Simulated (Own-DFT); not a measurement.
# Strain and stress in wurtzite GaN, 72 atoms (Ga36N36)

These are calculations, not measurements. They come from Own-DFT, an in-house plane-wave density functional program, since retired, whose code no person has reviewed. Each row is one single-point run on a periodic cell that was not relaxed, without spin or spin-orbit coupling.

Settings of every run: PBE; PseudoDojo norm-conserving scalar-relativistic files; cutoff 42 hartree; 4 x 4 x 3 k mesh centred on Gamma; Fermi-Dirac smearing of 0.1 eV.

Known limits: forces not confirmed at this smearing and k mesh; stress not checked against mesh or cutoff.

Unstrained cell vectors in Å: (9.567, 0.000, 0.000); (-4.784, 8.285, 0.000); (0.000, 0.000, 10.370). The unstrained cell has measured lattice constants (interpolated for alloys), not those of this functional. That, the random moves and any unrelaxed bonds set the pressure at no strain. Each run strains this cell uniformly, with the atoms carried along. Every atom was also moved at random, by a Gaussian of width 0.05 Å on each axis. Strain is the symmetric tensor, in per cent. Stress is positive in tension, and the pressure is minus a third of its trace.

```
run,e_xx (%),e_yy (%),e_zz (%),e_yz (%),e_xz (%),e_xy (%),s_xx (GPa),s_yy (GPa),s_zz (GPa),s_yz (GPa),s_xz (GPa),s_xy (GPa),P (GPa),E (meV/atom)
1,0.79,-1.92,0.83,-1.88,0.03,-0.89,-7.99,-12.32,-5.35,-3.93,0.31,-3.36,8.56,18.0
2,1.60,-1.80,1.53,1.82,1.16,0.68,-2.11,-14.29,-0.48,4.09,1.76,2.16,5.63,15.0
3,1.96,-0.01,-0.69,1.02,1.87,-0.72,0.25,-7.25,-8.54,2.17,3.68,-2.38,5.18,0.0
4,1.65,0.86,1.41,0.87,-0.37,0.56,0.05,-1.60,-0.43,2.48,-0.48,1.78,0.66,2.3
5,1.07,0.84,-0.91,1.02,-0.83,-0.65,-2.93,-3.43,-11.46,2.64,-1.09,-3.27,5.94,9.3
6,-1.22,1.66,-0.60,1.48,0.59,-1.03,-12.01,-3.35,-8.91,3.68,1.25,-2.45,8.09,10.1
7,-0.59,-0.18,-1.16,-0.89,0.36,1.74,-10.09,-9.99,-14.98,-2.05,0.49,6.00,11.68,16.0
8,-0.26,-1.03,-1.87,1.69,-0.92,0.56,-9.73,-15.46,-19.69,3.61,-1.71,0.35,14.96,45.3
9,0.61,-0.74,1.77,0.99,1.08,1.41,-5.08,-9.87,-0.12,2.50,2.34,4.94,5.02,6.5
10,1.65,-0.14,-1.89,1.16,1.98,0.37,-2.35,-7.21,-17.33,3.30,3.24,1.85,8.96,20.5
11,-0.85,-1.55,0.54,0.67,-0.84,-1.37,-13.36,-15.45,-8.27,1.39,-1.24,-4.67,12.36,44.6
12,-1.54,0.62,-0.25,-0.26,-0.08,-1.51,-14.14,-7.86,-8.78,-1.50,-0.87,-3.55,10.26,22.2
13,-1.00,0.93,-0.61,1.91,0.52,-0.75,-11.29,-4.81,-11.62,3.13,1.55,-1.80,9.24,20.9
14,-1.99,0.74,1.12,1.28,-1.73,0.01,-16.09,-5.65,-3.14,2.64,-2.99,-0.01,8.29,11.7
15,0.04,-1.99,-1.31,1.69,0.78,0.41,-10.87,-16.60,-16.57,3.18,2.42,0.64,14.68,31.4
16,-0.12,-1.26,0.17,1.10,1.25,-0.39,?,?,?,?,?,?,?,?
```

E is the free energy for each atom above the lowest run shown.

## Worked fit

Each stress component was fitted by least squares to a constant and the strains of the runs shown, as fractions, with shears doubled. Shear strains stay in the fit of a normal stress only where such slopes are resolved. The slopes, in GPa:

| stress | at no strain | per e_xx | per e_yy | per e_zz | scatter |
|---|---|---|---|---|---|
| s_xx | -8.1 | 426 ± 16 | 106 ± 18 | 21 ± 17 | 0.76 |
| s_yy | -8.0 | 107 ± 25 | 418 ± 27 | 65 ± 25 | 1.15 |
| s_zz | -8.2 | 66 ± 22 | 108 ± 24 | 501 ± 22 | 1.01 |

Each shear stress against twice its own strain: yz 107 ± 6, xz 88 ± 8, xy 160 ± 5 GPa. These are stiffnesses along x, y and z of the frame in which the cell vectors are given, which need not be the crystal's axes. The atoms are held to the strained lattice; where symmetry lets them move under strain, relaxing them would lower some slopes. The table should be nearly symmetric about its diagonal, and what it lacks of that shows the noise. A ninth of its sum, 202 ± 4 GPa, estimates the bulk modulus near the mean pressure of these runs, 8.6 GPa, so it lies above the value at zero pressure.

## Withheld run

Question: what normal stresses and pressure should run 16 give?

The fit gives s_xx = -9.9, s_yy = -13.3, s_zz = -8.8 and P = 10.7 GPa. The calculation gave -11.02, -12.81, -7.71 and P = 10.51 GPa.
